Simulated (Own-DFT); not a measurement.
Simulation results for Si$_{23}$GeO$_{48}$ (quartz with substituted atoms, atoms displaced)

All values are calculated (Own-DFT development build). A calculation, not a measurement: plane-wave PBE and HSE06 DFT by an unreviewed code, no spin, of a simulated cell at Gamma alone, so results move with cell size and shape, stress positive in tension, energies less offsets, not probed for a lower state with spin; oxygen file: force components 24 meV/angstrom off all-electron in a glass; k mesh not checked against a denser one; forces and stress are PBE's, HSE06 gives the energy alone, and its difference from PBE has offsets of its own; offsets are fitted by least squares, one for each functional and potential file, so energies compare only between cells with the same atoms and settings and are not formation energies; the far tail of each file's local potential was reset to the Coulomb form; each entry is a single point on an unrelaxed cell, so the pressure reflects the starting lattice, mostly measured values (interpolated for alloys), from which strain is counted, and rises with the displacements; printed positions are rounded, which can move forces by about a meV/angstrom; the program, named Own-DFT, is a retired in-house code; no spin-orbit coupling.

Common to all runs: first functional PBE; second functional HSE06; exact exchange share 0.25; screening 0.11 1/bohr; exchange divergence Gygi-Baldereschi; potential files PseudoDojo norm-conserving, scalar-relativistic, made for PBE, standard set; wave cutoff 48 hartree; occupations fixed; k mesh 1 x 1 x 1 centred on Gamma.

(1) Si$_{23}$GeO$_{48}$ (quartz with substituted atoms, atoms displaced)

```
Si23GeO48
1.0
      9.8268     0.0000     0.0000
     -4.9134     8.5103     0.0000
      0.0000     0.0000    10.8104
Si O Si Ge Si O Si O Si O Si O Si O Si O Si O
3 6 1 1 1 6 3 6 3 6 3 6 3 6 3 6 3 6
Direct
  0.20902 0.99035 0.99996
  0.99520 0.23261 0.33081
  0.25600 0.25549 0.16645
  0.20970 0.13558 0.05503
  0.41924 0.28352 0.22859
  0.36071 0.06829 0.39533
  0.07835 0.36989 0.43567
  0.13104 0.20334 0.27275
  0.29275 0.42289 0.09995
  0.22751 0.98934 0.49391
  0.00526 0.23685 0.82751
  0.27113 0.26769 0.66723
  0.19861 0.13169 0.55731
  0.43343 0.31026 0.72045
  0.36598 0.07523 0.89433
  0.07514 0.36603 0.94934
  0.13344 0.20728 0.76804
  0.29581 0.42805 0.61077
  0.24569 0.50207 0.00295
  0.00065 0.73794 0.33659
  0.26811 0.76309 0.16026
  0.19654 0.62913 0.06102
  0.43337 0.79561 0.22191
  0.36956 0.57578 0.39226
  0.07002 0.85834 0.44078
  0.13698 0.71041 0.28218
  0.29402 0.92346 0.10377
  0.22744 0.48928 0.50122
  0.99615 0.74128 0.83520
  0.26942 0.77758 0.66124
  0.20221 0.63335 0.56079
  0.42742 0.79297 0.72118
  0.36109 0.56950 0.88866
  0.06570 0.86274 0.94579
  0.14458 0.71334 0.78070
  0.29065 0.92918 0.61248
  0.72874 0.99888 0.00961
  0.49628 0.23749 0.33338
  0.75667 0.26665 0.16890
  0.69851 0.12785 0.05942
  0.92457 0.28684 0.22897
  0.85999 0.07819 0.39152
  0.57110 0.35733 0.44433
  0.63611 0.20102 0.26560
  0.79703 0.42474 0.11005
  0.73146 0.99342 0.50801
  0.49647 0.24064 0.82953
  0.77026 0.27409 0.66628
  0.70736 0.12715 0.55635
  0.93910 0.29925 0.72837
  0.85986 0.07828 0.89034
  0.57322 0.36590 0.93959
  0.62181 0.20216 0.77030
  0.77864 0.42111 0.60670
  0.74187 0.49768 0.99742
  0.49929 0.73764 0.33023
  0.76287 0.76904 0.16437
  0.71302 0.63736 0.06028
  0.93316 0.79554 0.22323
  0.87461 0.59034 0.39092
  0.58274 0.87514 0.43812
  0.63365 0.71453 0.27757
  0.78756 0.92603 0.10430
  0.73464 0.49788 0.49792
  0.48711 0.73101 0.82623
  0.76775 0.77049 0.66504
  0.71203 0.62988 0.56029
  0.92497 0.79426 0.73174
  0.86996 0.57147 0.89851
  0.57508 0.86299 0.94379
  0.64222 0.70458 0.77031
  0.79080 0.92392 0.61097
```

It finds PBE energy of cell above offsets -14.931 eV; HSE06 less PBE above offsets -0.303 eV; PBE pressure 11.92 GPa; PBE stress xx -10.42 GPa; PBE stress yy -13.53 GPa; PBE stress zz -11.81 GPa; PBE stress yz 2.44 GPa; PBE stress xz -3.83 GPa; PBE stress xy 1.36 GPa.

Force:
```csv
element,x (eV/Å),y (eV/Å),z (eV/Å)
Si,9.706,4.428,1.583
Si,1.239,-0.391,1.708
Si,0.61,2.39,-0.62
O,-1.892,0.856,0.606
O,-1.231,0.916,-1.601
O,1.691,1.463,-1.936
O,-1.998,-2.472,-1.168
O,-0.5,-0.554,0.735
O,3.314,-2.178,4.068
Si,-0.577,3.354,3.59
Ge,0.334,-0.478,9.188
Si,-2.201,-1.922,-2.159
O,1.16,-0.717,-0.181
O,2.502,0.062,1.437
O,-1.881,-0.518,0.282
O,0.37,1.405,1.09
O,7.456,-1.772,-2.459
O,-0.724,1.067,-0.886
Si,-5.406,0.2,-2.234
Si,2.067,1.959,-5.978
Si,-1.553,0.51,3.486
O,1.367,-1.594,-1.294
O,-1.255,0.354,-1.239
O,-0.827,-0.989,1.094
O,-1.139,1.865,2.596
O,2.011,0.365,-1.871
O,-1.877,1.417,-1.294
Si,2.087,5.162,0.885
Si,4.019,-3.185,-0.214
Si,0.802,-6.233,2.852
O,0.51,-0.489,-0.375
O,-0.756,1.185,-1.795
O,0.797,0.36,-0.879
O,-4.195,-3.894,-1.801
O,-2.012,0.659,0.09
O,-1.992,4.431,-2.776
Si,0.075,1.12,-6.128
Si,2.757,-3.431,0.239
Si,6.956,-1.26,-4.084
O,-1.725,2.922,1.883
O,-2.91,1.267,-2.978
O,0.334,-1.64,1.433
O,0.061,0.938,-0.024
O,-7.064,-1.802,6.678
O,-1.205,2.757,-1.594
Si,1.902,1.97,-3.243
Si,-0.379,-1.69,1.009
Si,1.218,-4.774,1.522
O,-2.025,4.298,3.315
O,-9.441,4.055,-9.217
O,-1.762,-4.318,2.683
O,0.35,1.182,0.781
O,2.593,0.694,-1.643
O,1.225,1.25,0.256
Si,-3.184,-0.485,2.933
Si,-0.782,0.425,2.657
Si,1.924,-1.111,2.118
O,0.376,-1.456,-0.9
O,-1.723,0.488,-0.668
O,-3.3,-7.571,3.679
O,-2.269,-3.096,-1.435
O,3.147,-0.421,-1.757
O,2.461,-0.403,2.673
Si,0.119,1.534,-1.983
Si,5.439,1.27,2.866
Si,1.426,-3.825,0.313
O,-1.017,1.749,0.557
O,-0.454,1.078,-1.716
O,2.04,1.85,-2.841
O,-1.333,-2.296,-1.903
O,-4.211,-0.583,2.325
O,0.357,2.291,-0.343
```

(2) Si$_{23}$GeO$_{48}$ (quartz with substituted atoms, atoms displaced)

```
Si23GeO48
1.0
      9.8268     0.0000     0.0000
     -4.9134     8.5103     0.0000
      0.0000     0.0000    10.8104
Si O Si O Si O Si O Si O Si Ge O Si O Si O
3 6 3 6 3 6 3 6 3 6 2 1 6 3 6 3 6
Direct
  0.23715 0.00250 0.99560
  0.99462 0.22932 0.32324
  0.27445 0.27279 0.16780
  0.19890 0.13604 0.05955
  0.42708 0.29152 0.22875
  0.36333 0.07742 0.39407
  0.07389 0.36708 0.43633
  0.13022 0.20725 0.26373
  0.29094 0.42047 0.10605
  0.23366 0.99747 0.50512
  0.98385 0.22315 0.83120
  0.26675 0.26348 0.66955
  0.20828 0.13392 0.55121
  0.42207 0.28857 0.72939
  0.37942 0.07599 0.89285
  0.07020 0.35813 0.93727
  0.13333 0.20321 0.77315
  0.29451 0.42849 0.60359
  0.23768 0.50212 0.00065
  0.00193 0.73388 0.33919
  0.27229 0.75758 0.16622
  0.20165 0.63216 0.06339
  0.43032 0.78910 0.22942
  0.35908 0.57732 0.39300
  0.07360 0.87207 0.44172
  0.13323 0.70374 0.26376
  0.28421 0.92789 0.10656
  0.24120 0.49686 0.50552
  0.99792 0.73415 0.83274
  0.26672 0.76107 0.65813
  0.21089 0.63769 0.55011
  0.42695 0.80148 0.72922
  0.36585 0.56677 0.89310
  0.07453 0.86856 0.94297
  0.13742 0.70766 0.77109
  0.29725 0.92615 0.60976
  0.73680 0.00431 0.99958
  0.50058 0.23492 0.33311
  0.77149 0.27576 0.16726
  0.70910 0.13820 0.05877
  0.92050 0.28138 0.22146
  0.86921 0.07319 0.39067
  0.56548 0.36528 0.44115
  0.64301 0.21187 0.26890
  0.78884 0.42363 0.11038
  0.73427 0.99700 0.50129
  0.50287 0.23964 0.82953
  0.75724 0.25884 0.66169
  0.71105 0.13948 0.55863
  0.93590 0.29803 0.72854
  0.86788 0.07172 0.89640
  0.56875 0.36504 0.93650
  0.63780 0.20778 0.78450
  0.79202 0.43249 0.61283
  0.72758 0.49675 0.99455
  0.50493 0.73335 0.33263
  0.77306 0.77333 0.16870
  0.70875 0.62944 0.06463
  0.92963 0.79094 0.23144
  0.86966 0.57893 0.38680
  0.57582 0.86937 0.43971
  0.64022 0.71248 0.26683
  0.78975 0.92036 0.10990
  0.73538 0.49373 0.49630
  0.51272 0.73768 0.83008
  0.76387 0.76335 0.66953
  0.70914 0.64006 0.55892
  0.93260 0.79530 0.73309
  0.87122 0.57980 0.89471
  0.56562 0.85660 0.93489
  0.63736 0.71675 0.76806
  0.78675 0.92009 0.60557
```

It finds PBE energy of cell above offsets -17.023 eV; HSE06 less PBE above offsets -0.339 eV; PBE pressure 11.31 GPa; PBE stress xx -9.19 GPa; PBE stress yy -11.85 GPa; PBE stress zz -12.88 GPa; PBE stress yz 2.36 GPa; PBE stress xz -1.2 GPa; PBE stress xy 0.98 GPa.

Force:
```csv
element,x (eV/Å),y (eV/Å),z (eV/Å)
Si,-0.416,1.69,1.135
Si,2.438,1.664,3.489
Si,-1.364,-4.164,-0.93
O,1.659,-0.517,-0.769
O,0.988,0.984,-0.321
O,0.792,-0.683,-0.009
O,0.285,-0.386,-0.184
O,0.463,-0.332,0.814
O,-0.901,3.82,-1.102
Si,1.448,0.086,-1.314
Si,5.543,3.892,0.793
Si,-2.616,-0.937,-2.267
O,-1.226,2.641,2.652
O,0.584,1.315,-1.444
O,-1.058,-0.73,0.413
O,0.499,1.399,1.205
O,-1.103,-0.413,0.298
O,3.873,-2.795,4.765
Si,-1.438,-2.274,-0.968
Si,2.885,3.494,-3.384
Si,-3.325,4.387,0.373
O,1.073,-2.542,-2.692
O,-0.128,0.966,-1.318
O,2.142,0.544,-1.174
O,-0.253,-1.28,0.007
O,-1.483,-0.216,2.531
O,2.542,-1.838,1.651
Si,-5.307,0.746,-5.41
Si,4.761,1.387,2.016
Si,-0.38,0.087,3.318
O,-0.13,-0.856,-0.238
O,1.865,-0.818,0.133
O,1.445,1.818,-1.508
O,-0.845,-1.251,-1.518
O,-0.83,-0.278,0.008
O,-0.642,1.52,-0.934
Si,-1.568,-2.432,1.693
Si,1.441,-1.332,-0.501
Si,0.723,-3.574,-1.633
O,0.05,-0.451,-0.404
O,0.421,1.52,-1.023
O,-1.051,-1.671,1.381
O,0.927,0.922,0.645
O,-3.461,-0.955,3.483
O,-1.987,4.133,-3.169
Si,0.801,1.707,-1.644
Si,0.408,-2.513,1.732
Ge,1.755,5.411,7.736
O,1.045,-8.413,-8.706
O,-1.73,0.735,-2.442
O,-0.535,-3.267,0.247
O,-0.507,1.223,0.855
O,-0.334,-0.756,0.912
O,-1.102,3.192,-1.616
Si,2.247,1.22,2.274
Si,0.196,-0.414,1.347
Si,3.432,-3.756,-0.533
O,-0.629,0.762,-0.044
O,-0.705,0.789,-0.701
O,-1.91,-4.977,2.977
O,-0.747,-0.986,-0.514
O,-1.997,-1.405,2.843
O,-2.121,4.554,-3.1
Si,-1.349,2.752,0.339
Si,-7.598,-2.882,0.001
Si,4.136,1.182,-2.329
O,1.181,-2.317,-1.345
O,-4.301,1.136,-3.76
O,-1.217,-2.903,1.026
O,1.686,4.71,4.196
O,2.055,-2.158,0.839
O,0.504,1.086,0.816
```

(3) Si$_{23}$GeO$_{48}$ (quartz with substituted atoms, atoms displaced)

```
Si23GeO48
1.0
      9.8268     0.0000     0.0000
     -4.9134     8.5103     0.0000
      0.0000     0.0000    10.8104
Si Ge Si O Si O Si O Si O Si O Si O Si O Si O
1 1 1 6 3 6 3 6 3 6 3 6 3 6 3 6 3 6
Direct
  0.23403 0.99765 0.00686
  0.99981 0.23261 0.33371
  0.26683 0.26692 0.17044
  0.20342 0.13925 0.06028
  0.42475 0.29491 0.22722
  0.35818 0.07259 0.38974
  0.07101 0.36269 0.44301
  0.13647 0.21118 0.27375
  0.28513 0.42101 0.10715
  0.23485 0.00161 0.50470
  0.99891 0.23045 0.82921
  0.26106 0.26708 0.67386
  0.20391 0.13097 0.55653
  0.42415 0.29154 0.72102
  0.37618 0.07772 0.88649
  0.06841 0.36446 0.94539
  0.13455 0.21004 0.76047
  0.29028 0.42593 0.60317
  0.23197 0.50182 0.99527
  0.99942 0.74015 0.33621
  0.26425 0.77249 0.16035
  0.21252 0.63735 0.05196
  0.41800 0.79156 0.22965
  0.36227 0.56791 0.38419
  0.07872 0.86687 0.42849
  0.14331 0.71363 0.27480
  0.29244 0.92886 0.10794
  0.23424 0.50310 0.49761
  0.99766 0.72979 0.83518
  0.26620 0.76895 0.66184
  0.21593 0.63497 0.55697
  0.43146 0.79977 0.72178
  0.35800 0.57100 0.88150
  0.07361 0.86713 0.94130
  0.13204 0.69703 0.77784
  0.28879 0.91860 0.60889
  0.73122 0.99456 0.00903
  0.48320 0.23151 0.33526
  0.77148 0.27496 0.16552
  0.71203 0.13302 0.05214
  0.92567 0.29877 0.22543
  0.86219 0.07395 0.39115
  0.57754 0.37119 0.43849
  0.63712 0.21602 0.27137
  0.78808 0.42357 0.10712
  0.72589 0.99378 0.49286
  0.49539 0.22918 0.83850
  0.76061 0.26287 0.67521
  0.69761 0.12555 0.55859
  0.92251 0.28644 0.72889
  0.86631 0.07604 0.89717
  0.56936 0.36605 0.93886
  0.62977 0.20211 0.77232
  0.78675 0.43183 0.60453
  0.72552 0.49184 0.00200
  0.50308 0.73705 0.33246
  0.76916 0.76333 0.16854
  0.70477 0.63962 0.06558
  0.92498 0.79702 0.22119
  0.86560 0.56708 0.39050
  0.57119 0.87359 0.43903
  0.63591 0.70177 0.27648
  0.79760 0.92811 0.11358
  0.73317 0.49793 0.49745
  0.50819 0.74163 0.83858
  0.76680 0.76839 0.66233
  0.70911 0.63465 0.56658
  0.93822 0.80184 0.72701
  0.85817 0.57818 0.89747
  0.57328 0.86650 0.94133
  0.63153 0.70436 0.77153
  0.79267 0.92253 0.60145
```

It finds PBE energy of cell above offsets -16.442 eV; HSE06 less PBE above offsets -0.320 eV; PBE pressure 11.45 GPa; PBE stress xx -10.5 GPa; PBE stress yy -14.1 GPa; PBE stress zz -9.76 GPa; PBE stress yz 0.72 GPa; PBE stress xz -0.84 GPa; PBE stress xy -1.2 GPa.

Force:
```csv
element,x (eV/Å),y (eV/Å),z (eV/Å)
Si,-2.179,2.797,-4.041
Ge,-1.795,1.939,-1.227
Si,-1.9,0.419,-1.728
O,1.586,-2.092,-1.155
O,0.57,0.849,-0.644
O,-0.19,-1.914,1.074
O,-0.178,3.645,3.68
O,4.867,-1.621,-1.286
O,-0.376,1.909,-1.049
Si,0.017,-1.505,-1.275
Si,0.105,0.411,3.343
Si,6.073,2.998,-9.063
O,-1.041,1.675,1.648
O,1.956,-0.234,1.935
O,-4.021,-8.02,5.334
O,-0.382,-1.591,-2.029
O,-6.942,-3.52,7.424
O,0.582,-0.264,0.596
Si,2.17,-1.342,0.227
Si,0.771,-5.162,-5.257
Si,2.063,-4.633,2.257
O,-1.585,2.359,1.337
O,1.525,0.646,-0.317
O,0.226,0.504,0.456
O,0.359,4.692,5.219
O,-2.394,-0.311,0.247
O,0.561,2.391,0.231
Si,1.993,-2.328,-1.418
Si,0.589,1.278,-0.839
Si,2.545,-5.477,4.416
O,-2.214,2.174,0.854
O,0.69,-0.102,1.198
O,0.548,0.329,0.588
O,0.446,0.257,0.441
O,0.3,0.418,-0.948
O,-2.521,5.218,-2.778
Si,2.472,0.339,-2.084
Si,5.768,2.695,-0.105
Si,-0.575,-5.116,0.59
O,-2.373,3.394,2.681
O,0.028,1.441,-1.729
O,-1.741,-5.637,1.79
O,-2.437,-2.497,-1.403
O,-2.048,-0.627,0.839
O,-0.954,3.136,-1.57
Si,2.91,3.929,3.607
Si,1.375,6.209,-5.433
Si,0.718,0.857,-5.708
O,-0.161,1.731,1.605
O,-0.745,1.037,-1.311
O,0.324,-1.225,-0.004
O,-0.88,-0.308,0.35
O,-1.927,-0.45,2.41
O,3.047,-3.244,3.685
Si,-0.574,3.627,0.777
Si,-1.075,-1.103,-0.562
Si,-3.944,0.987,0.532
O,0.882,-4.286,-3.467
O,5.267,0.359,2.973
O,0.408,1.646,-0.789
O,-2.772,-4.181,-2.422
O,-0.735,0.414,0.65
O,-0.414,0.349,-0.034
Si,-0.622,2.518,0.073
Si,-2.214,-2.724,-4.338
Si,1.49,-0.212,3.702
O,0.442,-2.341,-2.893
O,-1.529,-0.228,-0.801
O,0.137,-1.073,0.019
O,-0.221,1.148,2.138
O,0.836,0.428,0.097
O,-0.987,2.219,-1.316
```
